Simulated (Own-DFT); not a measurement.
# How strain changes the stress of wurtzite GaN, 96 atoms (Ga48N48)

Calculated results; nothing here was measured. They come from Own-DFT, an in-house plane-wave density functional program, since retired, whose code no person has reviewed. Each row is one single-point run on a periodic cell that was not relaxed, without spin or spin-orbit coupling.

Settings of every run: PBE; PseudoDojo norm-conserving scalar-relativistic files (stringent for Ga); cutoff 96 hartree; 3 x 4 x 3 k mesh centred on Gamma; Gaussian smearing of 0.01 eV.

Known limits: forces on such cells passed a denser k mesh, each cell not checked; stress not checked against mesh or cutoff.

Unstrained cell vectors in Å: (12.756, 0.000, 0.000); (-4.783, 8.285, 0.000); (0.000, 0.000, 10.370). The unstrained cell has measured lattice constants (interpolated for alloys), not those of this functional. That, the random moves and any unrelaxed bonds set the pressure at no strain. Each run strains this cell uniformly, with the atoms carried along. Every atom was also moved at random, by a Gaussian of width 0.05 Å on each axis. Strain is the symmetric tensor, in per cent. Stress is positive in tension, and the pressure is minus a third of its trace.

| run | e_xx (%) | e_yy (%) | e_zz (%) | e_yz (%) | e_xz (%) | e_xy (%) | s_xx (GPa) | s_yy (GPa) | s_zz (GPa) | s_yz (GPa) | s_xz (GPa) | s_xy (GPa) | P (GPa) | E (meV/atom) |
|---|---|---|---|---|---|---|---|---|---|---|---|---|---|---|
| 1 | -0.97 | -0.53 | -1.98 | 1.36 | 1.92 | -1.77 | -12.77 | -14.78 | -17.01 | 3.19 | 5.15 | -5.87 | 14.85 | 50.1 |
| 2 | -0.38 | 0.96 | -0.81 | -0.77 | -0.62 | -1.07 | -7.49 | -5.53 | -9.99 | -1.93 | -1.42 | -3.71 | 7.67 | 22.0 |
| 3 | -1.09 | 1.04 | 1.86 | 0.29 | 1.21 | -0.24 | -8.86 | -3.69 | 0.68 | 0.63 | 2.62 | -2.24 | 3.96 | 15.4 |
| 4 | 1.26 | -0.17 | -0.75 | -1.05 | -0.37 | 1.39 | -1.65 | -8.33 | -9.44 | -2.61 | -0.55 | 3.22 | 6.47 | 16.6 |
| 5 | 0.26 | 1.38 | 1.52 | 1.22 | 1.66 | 0.97 | -3.53 | -0.80 | 0.27 | 2.99 | 3.24 | 2.36 | 1.35 | 2.0 |
| 6 | -0.56 | -0.12 | -1.49 | -1.72 | 0.09 | 1.61 | -11.38 | -10.02 | -14.18 | -4.07 | 0.42 | 6.63 | 11.86 | 33.3 |
| 7 | -1.71 | 0.13 | 1.80 | -0.04 | 0.55 | 1.49 | -14.07 | -8.88 | -0.76 | 0.74 | 0.04 | 5.44 | 7.91 | 48.9 |
| 8 | -1.50 | 1.20 | 0.27 | 0.44 | -1.29 | 1.02 | -12.96 | -3.88 | -6.22 | 1.11 | -2.45 | 2.77 | 7.69 | 28.5 |
| 9 | -1.65 | 0.82 | 0.52 | 1.81 | -0.37 | -0.78 | -14.03 | -4.80 | -5.98 | 4.02 | -0.66 | -2.15 | 8.27 | 34.7 |
| 10 | -1.95 | -0.32 | -0.21 | 0.45 | -0.65 | -0.84 | -18.31 | -9.50 | -9.81 | 1.12 | -2.45 | -2.92 | 12.54 | 37.7 |
| 11 | -0.46 | 1.03 | -0.41 | 0.73 | 1.54 | 1.28 | -10.33 | -3.75 | -7.15 | 1.44 | 3.76 | 4.97 | 7.08 | 19.0 |
| 12 | -0.83 | -0.41 | 1.03 | -0.65 | 0.45 | -1.07 | -10.49 | -9.91 | -3.11 | -1.37 | 0.11 | -3.44 | 7.84 | 22.9 |
| 13 | 1.67 | 1.15 | 0.38 | 0.66 | -1.56 | -0.70 | 1.12 | -0.42 | -3.50 | 1.23 | -3.24 | -1.76 | 0.93 | 0.0 |
| 14 | -0.12 | 0.18 | 0.02 | 0.85 | -0.84 | -0.42 | -7.37 | -7.56 | -6.77 | 2.42 | -1.65 | -1.93 | 7.24 | 21.5 |
| 15 | 1.43 | 0.61 | -0.30 | 0.31 | 1.98 | -1.78 | 0.01 | -4.99 | -7.70 | 0.55 | 3.31 | -4.79 | 4.23 | 33.4 |
| 16 | -1.64 | 0.43 | 1.57 | 1.15 | 0.60 | 1.01 | -11.82 | -6.62 | -1.44 | 2.47 | 1.12 | 2.71 | 6.62 | 19.5 |
| 17 | 0.34 | -0.96 | 0.30 | 1.39 | 1.19 | 1.62 | ? | ? | ? | ? | ? | ? | ? | ? |

E is the free energy for each atom above the lowest run shown.

## Worked fit

Each stress component was fitted by least squares to a constant and the strains of the runs shown, as fractions, with shears doubled. Shear strains stay in the fit of a normal stress only where such slopes are resolved. The slopes, in GPa:

```
stress  at no strain  per e_xx  per e_yy  per e_zz  scatter
  s_xx          -7.1  470 ± 24   79 ± 45   87 ± 25     0.98
  s_yy          -8.3   84 ± 24  462 ± 45   75 ± 25     0.98
  s_zz          -7.2   69 ± 12   80 ± 24  423 ± 13     0.51
```

Each shear stress against twice its own strain: yz 116 ± 5, xz 106 ± 6, xy 162 ± 12 GPa. These are stiffnesses along x, y and z of the frame in which the cell vectors are given, which need not be the crystal's axes. The atoms are held to the strained lattice; where symmetry lets them move under strain, relaxing them would lower some slopes. The table should be nearly symmetric about its diagonal, and what it lacks of that shows the noise. A ninth of its sum, 203 ± 4 GPa, estimates the bulk modulus near the mean pressure of these runs, 7.3 GPa, so it lies above the value at zero pressure.

## Withheld run

Question: what normal stresses and pressure should run 17 give?

The fit gives s_xx = -6.0, s_yy = -12.2, s_zz = -6.4 and P = 8.2 GPa. The calculation gave -6.00, -10.47, -8.02 and P = 8.16 GPa.
